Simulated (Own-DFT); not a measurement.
# What a defect does to the pressure of its cell: zincblende GaAs

Everything here is calculated. The program is Own-DFT (plane waves, in-house, since retired, never reviewed by a person); positions were held fixed, and spin and spin-orbit coupling were off.

Common settings: PBE; PseudoDojo norm-conserving scalar-relativistic files; cutoff 42 hartree; 3 x 3 x 3 k mesh centred on Gamma; Fermi-Dirac smearing of 0.1 eV.

Known weak points (not all hold for every row): not probed for a lower state with spin; forces not confirmed at this smearing and k mesh; stress not checked against mesh or cutoff.

All runs share one cell, with vectors in Å (11.737, 0.000, 0.000); (0.000, 11.737, 0.000); (0.000, 0.000, 10.919) and a volume of 1504.3 Å³, strained against the parent crystal. Atoms were moved at random from their sites; u is the rms move along one axis. The defect's site can differ from row to row.

```
                             cell     formula   u (Å)  P (GPa)
                        no defect    As32Ga32  0.0310     0.79
                        no defect    As32Ga32  0.0316     0.79
                        no defect    As32Ga32  0.0513     1.06
              one In on a Ga site  As32Ga31In  0.0299        ?
              one In on a Ga site  As32Ga31In  0.0312     1.29
              one In on a Ga site  As32Ga31In  0.0463     1.55
              one In on a Ga site  As32Ga31In  0.0516     1.74
              one Al on a Ga site  AlAs32Ga31  0.0259     0.71
              one Al on a Ga site  AlAs32Ga31  0.0307     0.76
              one Al on a Ga site  AlAs32Ga31  0.0533     1.05
              one P on an As site   As31Ga32P  0.0293     0.54
              one P on an As site   As31Ga32P  0.0486     0.71
              one P on an As site   As31Ga32P  0.0503     0.84
one As vacancy and one Ga vacancy    As31Ga31  0.0321     0.50
one As vacancy and one Ga vacancy    As31Ga31  0.0474     0.68
one As vacancy and one Ga vacancy    As31Ga31  0.0526     0.89
```

## Working it out

P = P0 + c u² + a shift for each defect gives P0 = 0.60 GPa, c = 182 ± 18 GPa/Å² and a scatter of 0.06 GPa. The shifts, and each times the cell's volume:

- one In on a Ga site: 0.58 ± 0.05 GPa, 5.4 eV
- one Al on a Ga site: -0.03 ± 0.05 GPa, -0.3 eV (not resolved)
- one P on an As site: -0.25 ± 0.05 GPa, -2.4 eV
- one As vacancy and one Ga vacancy: -0.28 ± 0.05 GPa, -2.6 eV

Positive is outwards. The product with the volume (160.2 GPa Å³ to the eV) is nearly free of the cell's size; divided by the bulk modulus at the cell's pressure it gives the volume that the defect adds. The atoms around the defects weren't relaxed, which would change these numbers.

## The run left out

The question: what pressure belongs in the blank (one In on a Ga site, u = 0.0299 Å)?

The fitted form gives 1.34 ± 0.07 GPa. DFT gave 1.34 GPa.
